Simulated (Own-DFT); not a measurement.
Hf36O71 (tetragonal hafnia with one neutral oxygen vacancy, atoms displaced) (calculated)

A calculation, not a measurement: plane-wave PBE and HSE06 DFT by an unreviewed code, no spin, of a simulated cell at Gamma alone, so results move with cell size and shape, stress positive in tension, energies less offsets, not probed for a lower state with spin; hafnium file: forces about 75 meV/angstrom off all-electron values; oxygen file: force components 24 meV/angstrom off all-electron in a glass; k mesh not checked against a denser one; forces and stress are PBE's, HSE06 gives the energy alone, and its difference from PBE has offsets of its own; offsets are fitted by least squares, one for each functional and potential file, so energies compare only between cells with the same atoms and settings and are not formation energies; the far tail of each file's local potential was reset to the Coulomb form; each entry is a single point on an unrelaxed cell, so the pressure reflects the starting lattice, taken from the Materials Project, from which strain is counted, and rises with the displacements; printed positions are rounded, which can move forces by about a meV/angstrom; the program is a retired in-house code; no spin-orbit coupling. Program: Own-DFT development build.

Common to all runs: first functional PBE; second functional HSE06; exact exchange share 0.25; screening 0.11 1/bohr; exchange divergence Gygi-Baldereschi; potential files PseudoDojo norm-conserving, scalar-relativistic, made for PBE, standard set; wave cutoff 48 hartree; occupations fixed; k mesh 1 x 1 x 1 centred on Gamma.

(1) 
```xyz
107
Lattice="10.7800 0.0000 0.0000 0.0000 10.7800 0.0000 0.0000 0.0000 10.4493" Properties=species:S:1:pos:R:3:force_x:R:1:force_y:R:1:force_z:R:1 formula=Hf36O71 PBE_energy_of_cell_above_offsets=-101.336 HSE06_less_PBE_above_offsets=-0.161 PBE_pressure=0.84 PBE_stress_xx=-0.06 PBE_stress_yy=-0.87 PBE_stress_zz=-1.59 PBE_stress_yz=-0.5 PBE_stress_xz=-0.68 PBE_stress_xy=-0.05
Hf     0.0053    10.7705    10.4310     -0.197      0.245      0.553
Hf     1.8544     1.8029     2.6084     -1.086      0.884      0.171
O      0.0660     1.7792     1.5889      -1.11      0.321      0.235
O      1.8103    10.7506     3.6187      0.007      0.341      0.604
O      0.0328     1.8403     4.1904     -0.053     -0.983      0.267
O      1.7531    10.7729     0.9891      1.155     -0.047      0.342
Hf     0.0159     0.0045     5.2210      -0.34      0.454     -0.085
Hf     1.7436     1.8092     7.8583      0.548     -0.339     -0.934
O     10.7547     1.8205     6.7855      0.324     -0.128      0.798
O      1.7937    10.7554     8.8748     -0.026      0.812     -0.236
O     10.7613     1.7833     9.4611      0.139      0.498     -0.636
O      1.7909    10.7565     6.3107      0.022      0.137     -0.839
Hf    10.7619     3.6102     0.0047      1.359     -0.516      0.749
Hf     1.7971     5.4471     2.6430      0.034     -1.433     -0.417
O     10.7543     5.3756     1.6052      0.417      0.027     -0.189
O      1.7848     3.5976     3.6372      0.213      0.094     -0.126
O     10.7602     5.3827     4.2364      0.202       0.89     -0.321
O      1.7923     3.6057     1.0521      0.039     -0.126     -0.935
Hf     0.0174     3.6133     5.2059       0.35     -0.416      0.075
Hf     1.7615     5.3987     7.8379      0.389     -0.174      -0.06
O     10.7669     5.3643     6.8181     -0.032      0.446      0.401
O      1.8102     3.5938     8.8414     -0.184      0.123      0.259
O     10.7596     5.4065     9.4431      0.144      -0.85     -0.133
O      1.7843     3.6084     6.2347      0.371     -0.005       0.13
Hf     0.0315     7.1550     0.0256     -0.082      0.576       -0.3
Hf     1.7903     9.0084     2.6246      0.158     -0.341     -0.226
O      0.0328     8.9736     1.6380     -0.712     -0.274     -0.565
O      1.7998     7.2001     3.6181      0.012      0.481      0.372
O     10.7275     8.9593     4.1771      0.226      0.408      0.353
O      1.8308     7.0995     1.0221      -0.28      0.518      0.149
Hf     0.0415     7.2282     5.2850     -1.112     -0.434     -0.894
Hf     1.8007     9.0152     7.8130     -0.493     -0.256      0.411
O      0.0051     8.9992     6.7787     -0.275     -0.147      0.617
O      1.8133     7.1606     8.8909      0.003      0.527     -0.463
O      0.0456     8.9909     9.4565     -0.469     -0.667     -0.142
O      1.7792     7.1882     6.2169      0.968     -0.229       0.55
Hf     3.6020     0.0288     0.0072     -0.706     -0.493      0.599
Hf     5.4295     1.7960     2.6128     -0.502      0.056      0.746
O      3.6062     1.8304     1.6191      0.555     -0.398      -0.48
O      5.3943     0.0082     3.6344      0.106     -0.404     -0.413
O      3.6187     1.7739     4.1837     -0.343      0.308      0.152
O      5.3956    10.7497     1.0383      0.057      0.406     -0.154
Hf     3.5624    10.7517     5.1564      0.674      0.976      1.276
Hf     5.4076     1.7868     7.8851     -0.674     -0.114     -1.814
O      3.5985     1.7956     6.7948     -0.174      0.183      0.924
O      5.3991    10.7726     8.8436      0.029      0.013      0.497
O      3.6072     1.7752     9.4766      0.108      0.348     -0.621
O      5.3914     0.0155     6.2337     -0.065     -0.221     -0.085
Hf     3.6413     3.5842    10.4305     -1.178      0.613      0.768
Hf     5.3797     5.3789     2.5984     -0.164      -0.64      0.028
O      3.5640     5.3734     1.5558      0.678      0.288       0.66
O      5.3727     3.5662     3.7090      0.482      0.642     -0.822
O      3.5540     5.3464     4.1718      0.182      1.008      0.279
O      5.3721     3.6043     1.0252      1.066     -0.287     -0.026
Hf     3.6154     3.6145     5.2303     -0.003     -1.031      0.445
Hf     5.4313     5.3522     7.8379     -0.647     -0.045     -0.356
O      3.5839     5.3774     6.8575      0.226      0.296     -0.253
O      5.3667     3.5816     8.8501      0.157      0.026      0.556
O      3.6213     5.4069     9.4744      0.324     -0.076      -0.41
O      5.4219     3.6334     6.3006      0.133      0.077     -0.498
Hf     3.6123     7.1791     0.0281     -0.451     -0.223     -0.363
Hf     5.4033     8.9547     2.5810      0.076      0.504      0.955
O      3.5941     9.0488     1.6332     -0.098     -0.535     -0.249
O      5.3994     7.1454     3.6295     -0.045     -0.072     -0.131
O      3.6189     8.9860     4.2283      0.046      -0.92     -0.375
O      5.4218     7.1593     1.0361     -0.472      0.331     -0.185
Hf     3.6479     7.1651     5.2286      -0.71     -0.007     -0.307
Hf     5.3528     8.9639     7.8731       0.06       0.81     -0.977
O      3.5600     8.9660     6.7777      0.772     -0.305      0.602
O      5.4316     7.2093     8.8147     -0.092     -0.486      0.469
O      3.5876     9.0388     9.4721      0.376     -1.042     -0.418
O      5.4028     7.1625     6.1816     -0.051     -0.016       0.75
Hf     7.1592     0.0096     0.0132      0.863      -0.45      0.146
Hf     8.9562     1.8261     2.5943      1.808     -0.859      0.321
O      7.2326     1.8023     1.5932     -1.247      0.171     -0.545
O      8.9962     0.0209     3.6064      -0.11      -0.22      0.024
O      7.1772     1.7999     4.1808      0.198      -0.19      0.182
O      8.9792     0.0499     1.0156     -0.096     -0.479     -0.203
Hf     7.1807    10.7573     5.2296     -0.137       0.14     -0.203
Hf     8.9566     1.8117     7.8686      0.707     -1.206     -1.257
O      7.2169     1.8123     6.8239     -0.556     -0.048      0.224
O      8.9270     0.0110     8.8476      0.351     -0.213     -0.122
O      7.1943     1.7864     9.4442     -0.359      0.036     -0.274
O      9.0135     0.0553     6.2061      -0.57     -0.524      0.131
Hf     7.2386     3.5399    10.4268     -1.152      1.059      0.471
Hf     8.9920     5.3948     2.6083     -0.376      0.177      0.342
O      7.1735     5.3878     1.5691      0.189     -0.119       0.75
O      8.9941     3.5850     3.6449     -0.699       0.44     -0.177
O      8.9562     3.5669     0.9866      0.653      0.026       0.35
Hf     7.2596     3.5924     5.2042     -0.798      0.328      0.154
Hf     8.9720     5.3488     7.8441      0.337      0.238     -0.477
O      7.2063     5.3903     6.7896      0.084      0.264     -0.109
O      8.9610     3.5501     8.8389     -0.048      0.926      0.741
O      7.2048     5.3859     9.4200      -0.19     -0.407     -0.064
O      9.0095     3.6250     6.2510     -0.428     -0.026     -0.018
Hf     7.2043     7.1731     0.0146      0.204      0.111     -0.204
Hf     8.9946     8.9899     2.6264      0.026      0.067        0.2
O      7.1789     8.9745     1.6014      0.465     -0.038     -0.368
O      8.9690     7.1540     3.5945     -0.574      0.183      0.187
O      7.1538     8.9500     4.1967       0.25       0.27      0.289
O      8.9792     7.1323     1.0098      0.188      0.425     -0.122
Hf     7.2000     7.1391     5.2400      0.398     -0.119     -0.875
Hf     8.9183     8.9722     7.8639      0.782     -0.226     -0.289
O      7.1774     8.9463     6.8360     -0.387      0.373      0.094
O      9.0359     7.1117     8.8497     -0.456      1.366     -0.042
O      7.2105     9.0339     9.4261      0.091     -1.156      0.214
O      8.9756     7.2615     6.2241      0.235      -0.31      0.223
```

Units: PBE_energy_of_cell_above_offsets, HSE06_less_PBE_above_offsets in eV; PBE_pressure, PBE_stress_xx, PBE_stress_yy, PBE_stress_zz, PBE_stress_yz, PBE_stress_xz, PBE_stress_xy in GPa; force_x, force_y, force_z in eV/Å.

(2) 
```xyz
107
Lattice="10.7800 0.0000 0.0000 0.0000 10.7800 0.0000 0.0000 0.0000 10.4493" Properties=species:S:1:pos:R:3:force_x:R:1:force_y:R:1:force_z:R:1 formula=Hf36O71 PBE_energy_of_cell_above_offsets=-97.075 HSE06_less_PBE_above_offsets=0.065 PBE_pressure=2.54 PBE_stress_xx=-1.3 PBE_stress_yy=-3.02 PBE_stress_zz=-3.31 PBE_stress_yz=-0.15 PBE_stress_xz=-0.98 PBE_stress_xy=-0.02
Hf     0.0775    10.7696     0.0263     -0.858      0.086      -0.02
Hf     1.7602     1.7590     2.6925       1.13      1.361     -0.784
O      0.0466     1.6864     1.4798      -1.83      0.602      1.519
O      1.7856    10.7742     3.6436     -0.012      -0.39     -0.233
O      0.0378     1.8959     4.2682     -0.291     -2.729     -1.471
O      1.7723     0.1088     0.9925      2.047     -0.949      0.649
Hf     0.0021     0.0536     5.2162     -0.066     -0.301      0.044
Hf     1.8020     1.7009     7.9566      0.325      2.899     -2.344
O     10.7760     1.7982     6.8799     -0.131     -0.556     -0.328
O      1.7257     0.0068     8.9397      0.774     -1.823     -0.169
O      0.0761     1.7980     9.3599       -0.9     -0.867      0.475
O      1.8038    10.7630     6.1915      0.051     -0.242      0.925
Hf     0.0222     3.5516    10.3395      0.832      0.591      0.887
Hf     1.7867     5.4109     2.5724      0.038     -1.212      0.352
O      0.0699     5.3694     1.6122     -1.724      1.025     -0.299
O      1.7082     3.6279     3.6160      0.633      0.037     -0.252
O      0.0502     5.3618     4.2597     -0.664      0.841     -0.543
O      1.7119     3.6134     0.9847      1.464     -0.155     -0.074
Hf     0.0343     3.5595     5.2824      0.577      1.531     -0.285
Hf     1.7736     5.4209     7.8093      0.261     -1.011     -0.418
O     10.7378     5.3952     6.7928      0.305     -0.054      0.451
O      1.7219     3.6372     8.7900     -0.323     -0.916      0.238
O      0.0301     5.3997     9.3916      -0.23      0.063     -0.056
O      1.7981     3.5120     6.2498     -0.104      0.958      0.095
Hf    10.6808     7.1492    10.3704      0.909      0.372      1.515
Hf     1.7415     8.9094     2.6237      0.152      0.493     -0.037
O      0.0306     9.0046     1.5264     -0.238     -0.109      0.699
O      1.7898     7.1673     3.6088     -0.352      0.397     -0.253
O      0.0258     9.0211     4.1976      0.157     -0.205      0.082
Hf    10.7666     7.1606     5.1960      0.063       0.11      0.017
Hf     1.7698     8.9586     7.8613      0.187      0.175     -1.321
O     10.7226     8.9488     6.8093       0.65      0.441      0.162
O      1.8546     7.2013     8.7475      0.083       0.15      1.691
O     10.7477     8.9533     9.4527      0.044       0.24     -1.042
O      1.7432     7.1941     6.2908      0.391      0.322     -0.911
Hf     3.5922    10.7468     0.0206     -0.336      0.846     -0.061
Hf     5.3436     1.7497     2.6635     -0.523      2.508     -0.419
O      3.6045     1.8140     1.6530     -1.144     -0.353     -0.513
O      5.4258     0.0021     3.5321     -0.556     -0.029      2.263
O      3.5524     1.9163     4.1695      0.434     -1.536      0.665
O      5.2911    10.7723     1.0503      1.134     -0.005     -0.519
Hf     3.6477    10.6660     5.2050     -2.394      1.673     -0.493
Hf     5.3732     1.7647     7.9237     -0.785      1.775     -1.886
O      3.5492     1.8928     6.7935       1.22     -1.095      1.366
O      5.3322     0.0195     8.8654      0.084      -0.54     -0.071
O      3.5803     1.9399     9.4365       0.11     -2.557     -0.345
O      5.3441    10.6940     6.1544      0.498      0.091       1.46
Hf     3.6060     3.6258     0.0186     -1.257       0.12      1.095
Hf     5.3423     5.3737     2.6405      1.044      0.429     -0.082
O      3.6172     5.4301     1.5565     -0.736      0.556      -0.01
O      5.4371     3.5983     3.5375     -0.336      0.251      0.656
O      3.5814     5.4564     4.2294      0.031     -1.254     -1.052
O      5.3310     3.5711     1.0134      1.415      0.189     -0.687
Hf     3.5578     3.6995     5.2744      0.204     -1.822     -0.121
Hf     5.4358     5.3917     7.9038     -0.719       0.21     -1.883
O      3.5588     5.4132     6.7620      0.427     -0.176      0.723
O      5.4531     3.6847     8.8363       0.05     -1.739      0.399
O      3.5284     5.2912     9.3988      0.302      2.019     -0.087
O      5.4208     3.5973     6.1740     -1.272      0.009      0.935
Hf     3.5804     7.1886     0.0222       0.43     -0.549      0.264
Hf     5.3603     9.0886     2.5881      1.491     -3.061     -0.319
O      3.6555     8.8676     1.6173     -2.474      0.242     -0.866
O      5.3458     7.1850     3.6712      0.439      0.134     -0.509
O      3.6230     8.9431     4.1794     -0.116      0.481      0.046
O      5.4668     7.2568     0.9556      -0.81     -0.634     -0.068
Hf     3.6517     7.1354     5.2481     -1.327      0.888     -0.348
Hf     5.4193     8.9040     7.8494     -1.128      0.865      0.371
O      3.6370     8.9961     6.7786     -0.538     -0.101      0.806
O      5.2920     7.2005     8.8897       0.73     -0.507     -0.631
O      3.6730     8.9671     9.4232     -0.864      0.642       0.19
O      5.3434     7.0875     6.2162      1.992      0.631      1.356
Hf     7.1900     0.0790     0.0024     -0.248     -0.862      0.438
Hf     8.9416     1.7657     2.5891       0.11      0.527      0.806
O      7.1244     1.7780     1.6011      1.301     -0.107     -0.668
O      8.9115    10.7751     3.7348      0.753      0.839     -1.578
O      7.1282     1.8002     4.2167      0.096     -1.061      0.039
O      8.9876    10.7518     0.9524     -0.294      0.591      0.608
Hf     7.1126    10.7397     5.2941      1.702      1.433     -1.736
Hf     8.9798     1.7521     7.8656     -0.041      0.484     -1.426
O      7.1482     1.6446     6.8128     -0.237      0.572      0.815
O      8.8878     0.0118     8.8033      0.295     -0.136       0.46
O      7.1402     1.8895     9.3643      0.227     -0.967      0.511
O      8.9279     0.0419     6.2406      0.949     -0.739      0.457
Hf     7.1982     3.5978    10.4151     -0.987       1.11      1.333
Hf     8.9695     5.3370     2.6429     -0.027      0.114      0.106
O      7.1523     5.3615     1.6049      0.604      0.061     -0.117
O      8.9287     3.5966     3.7449      0.428     -0.745     -2.954
O      7.1909     5.3186     4.2285      0.251      1.978     -0.276
O      9.0080     3.6544     0.9602     -0.314     -0.474      0.727
Hf     7.1797     3.5695     5.2585      0.089      -0.02     -1.186
Hf     9.0152     5.3534     7.8584     -0.272     -0.072     -1.717
O      7.1810     5.2930     6.7751       0.38      0.614      1.339
O      9.0429     3.6113     8.8848     -0.681     -0.615     -0.509
O      7.1425     5.4591     9.4268      0.188     -1.565     -0.717
O      9.0054     3.5746     6.0742     -0.618     -0.371      3.084
Hf     7.2186     7.1500    10.3992     -0.347      2.098      1.989
Hf     8.9180     9.0219     2.5892      0.135      0.081     -0.361
O      7.1694     9.0130     1.5146      0.148      0.687      1.158
O      9.0082     7.2835     3.5638     -0.125       -1.7      0.716
O      7.1637     9.0051     4.1626     -0.075      -0.68      0.637
O      8.9902     7.2185     1.0481     -0.271     -0.408      -0.88
Hf     7.1876     7.1766     5.2373     -0.488     -0.706     -1.384
Hf     8.9795     9.0047     7.7554      0.227     -0.197      1.184
O      7.1896     8.8998     6.8178     -0.537      0.116     -0.245
O      9.0148     7.1054     8.8137     -0.354      1.555      0.376
O      7.2018     9.0832     9.5146     -0.321     -1.581     -1.512
O      8.9488     7.1262     6.2251      0.281      0.376     -0.101
```

Units: PBE_energy_of_cell_above_offsets, HSE06_less_PBE_above_offsets in eV; PBE_pressure, PBE_stress_xx, PBE_stress_yy, PBE_stress_zz, PBE_stress_yz, PBE_stress_xz, PBE_stress_xy in GPa; force_x, force_y, force_z in eV/Å.
